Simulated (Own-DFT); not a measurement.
# How strain changes the stress of wurtzite AlN, 72 atoms (Al36N36)

All numbers below are calculated, not measured. The program, named Own-DFT, is a retired in-house plane-wave density functional code that no person has reviewed. Each row is one single-point run on a periodic cell that was not relaxed, without spin or spin-orbit coupling.

Settings of every run: PBE; PseudoDojo norm-conserving scalar-relativistic files; cutoff 42 hartree; 4 x 4 x 3 k mesh centred on Gamma; Gaussian smearing of 0.01 eV.

Known limits: k mesh not checked against a denser one; stress not checked against mesh or cutoff.

Unstrained cell vectors in Å: (9.336, 0.000, 0.000); (-4.668, 8.085, 0.000); (0.000, 0.000, 9.964). The unstrained cell has measured lattice constants (interpolated for alloys), not those of this functional. That, the random moves and any unrelaxed bonds set the pressure at no strain. Each run strains this cell uniformly, with the atoms carried along. Every atom was also moved at random, by a Gaussian of width 0.05 Å on each axis. Strain is the symmetric tensor, in per cent. Stress is positive in tension, and the pressure is minus a third of its trace.

| run | e_xx (%) | e_yy (%) | e_zz (%) | s_xx (GPa) | s_yy (GPa) | s_zz (GPa) | P (GPa) | E (meV/atom) |
|---|---|---|---|---|---|---|---|---|
| 1 | 0.00 | 0.00 | 0.75 | -5.10 | -6.76 | 0.64 | 3.74 | 2.2 |
| 2 | 0.00 | 0.00 | -1.50 | -10.94 | -4.54 | -12.58 | 9.35 | 36.0 |
| 3 | 0.00 | 0.00 | -1.00 | -5.34 | -7.02 | -11.02 | 7.79 | 19.5 |
| 4 | 0.00 | 0.00 | -1.25 | -9.14 | -3.76 | -11.61 | 8.17 | 18.6 |
| 5 | 0.00 | 0.00 | 2.25 | -6.03 | -3.66 | 4.59 | 1.70 | 20.7 |
| 6 | 0.00 | 0.00 | -1.75 | -6.50 | -7.13 | -12.82 | 8.81 | 5.4 |
| 7 | 0.00 | 0.00 | 1.50 | -2.61 | -3.31 | -0.63 | 2.18 | 0.0 |
| 8 | 0.00 | 0.00 | -0.75 | -8.42 | -5.95 | -7.84 | 7.40 | 21.3 |
| 9 | 0.00 | 0.00 | 1.00 | ? | ? | ? | ? | ? |

E is the free energy for each atom above the lowest run shown.

## Worked fit

The change of volume is close to e_xx + e_yy + e_zz. A straight line through the runs shown gives P = 5.70 - 203 x (fractional change of volume) GPa, with an error of 12 on the slope and a scatter of 0.47 GPa. The strain isn't the same on all axes and the cell isn't cubic, so the slope belongs to this path and is not the bulk modulus.

## Withheld run

Question: what pressure should run 9 give? Its volume changes by 1.00 %.

The line gives 3.7 GPa. The calculation gave 3.02 GPa.
